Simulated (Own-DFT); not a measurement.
# Which defects push the lattice out? wurtzite GaN

No measurement is shown. These are fixed-geometry runs of a retired plane-wave code named Own-DFT, which no person has reviewed; spin and spin-orbit coupling are neglected.

Common settings: PBE; PseudoDojo norm-conserving scalar-relativistic files; cutoff 42 hartree; 4 x 4 x 3 k mesh centred on Gamma; Fermi-Dirac smearing of 0.1 eV.

Limits (not all hold for every row): not probed for a lower state with spin; forces not confirmed at this smearing and k mesh; stress not checked against mesh or cutoff.

All runs share one cell, with vectors in Å (9.567, 0.000, 0.000); (-4.784, 8.285, 0.000); (0.000, 0.000, 10.370) and a volume of 822.0 Å³. The atoms are randomly displaced, by u rms on each axis. The defect's site can differ from row to row.

| cell | formula | u (Å) | P (GPa) |
|---|---|---|---|
| no defect | Ga36N36 | 0.0203 | 5.90 |
| no defect | Ga36N36 | 0.0212 | 5.95 |
| no defect | Ga36N36 | 0.0519 | 7.76 |
| one Ga on an N site | Ga37N35 | 0.0297 | 11.89 |
| one Ga on an N site | Ga37N35 | 0.0303 | 11.95 |
| one Ga on an N site | Ga37N35 | 0.0465 | ? |
| one Ga on an N site | Ga37N35 | 0.0510 | 14.17 |
| one N on a Ga site | Ga35N37 | 0.0306 | 5.56 |
| one N on a Ga site | Ga35N37 | 0.0488 | 6.24 |
| one N on a Ga site | Ga35N37 | 0.0518 | 6.91 |

## Analysis

P = P0 + c u² + a shift for each defect gives P0 = 5.45 GPa, c = 917 ± 126 GPa/Å² and a scatter of 0.33 GPa. The shifts, and each times the cell's volume:

- one Ga on an N site: 5.87 ± 0.28 GPa, 30.1 eV
- one N on a Ga site: -1.05 ± 0.29 GPa, -5.4 eV

A positive shift means that the defect pushes the cell outwards. Shift times volume (160.2 GPa Å³ is 1 eV) depends little on the cell's size, so, taken for each site, it can be compared between cells at like pressure. The atoms around the defects weren't relaxed, which would change these numbers.

## The run left out

Question: what pressure belongs in the blank (one Ga on an N site, u = 0.0465 Å)?

The fitted form gives 13.31 ± 0.40 GPa. The hidden result is 13.08 GPa.
